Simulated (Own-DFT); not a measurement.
# Biaxial strain at fixed height in wurtzite AlN, 72 atoms (Al36N36)

No measurement is shown. These are fixed-geometry runs of a retired plane-wave code named Own-DFT, which no person has reviewed; spin and spin-orbit coupling are neglected.

Common settings: PBE; PseudoDojo norm-conserving scalar-relativistic files; cutoff 42 hartree; 4 x 4 x 3 k mesh centred on Gamma; Gaussian smearing of 0.01 eV.

Limits: k mesh not checked against a denser one; stress not checked against mesh or cutoff.

Unstrained cell vectors in Å: (9.336, 0.000, 0.000); (-4.668, 8.085, 0.000); (0.000, 0.000, 9.964). The unstrained cell has measured lattice constants (interpolated for alloys), not those of this functional. That, the random moves and any unrelaxed bonds set the pressure at no strain. Each run strains x and y alike by e, as a substrate would, and holds the height along z. Each coordinate of each atom was shifted by a normal deviate of width 0.05 Å. Stress is positive in tension.

| e (%) | u (Å) | (s_xx + s_yy)/2 (GPa) | s_zz (GPa) |
|---|---|---|---|
| -3.00 | 0.054 | -28.27 | -8.32 |
| -2.50 | 0.049 | -21.89 | -9.88 |
| -2.25 | 0.049 | -21.61 | -7.29 |
| -1.75 | 0.049 | -15.74 | -9.14 |
| -1.25 | 0.051 | ? | ? |
| -0.75 | 0.053 | -10.16 | -7.28 |
| -0.50 | 0.053 | -8.57 | -6.83 |
| 1.25 | 0.055 | 0.48 | -2.91 |
| 2.25 | 0.048 | 5.53 | -0.60 |
| 2.75 | 0.053 | 8.05 | -1.58 |

## What the rows give

With e as a fraction, the in-plane stress is -5.3 + 592 e - 4546 e² GPa (errors 16 and 1121, scatter 0.98), and s_zz is -5.2 + 151 e GPa (slope ± 20, scatter 1.18). At e = 0 the first slope is C11 + C12 and the second 2 C13, both with the ions held to the strained lattice and at the cell's own pressure. The term in e² is negative: the layer stiffens under compression and softens under tension. A free layer would change its height as e changes, and the in-plane slope would drop by 2 C13²/C33 to the biaxial modulus. At fixed height, a misfit of 1 % moves the in-plane stress by about 5.9 GPa and s_zz by 1.5 GPa.

## Prediction

Q: what are the two stresses at e = -1.25 %?

The fitted form gives -13.5 and -7.1 GPa. The run itself gave -14.67 and -4.98 GPa.
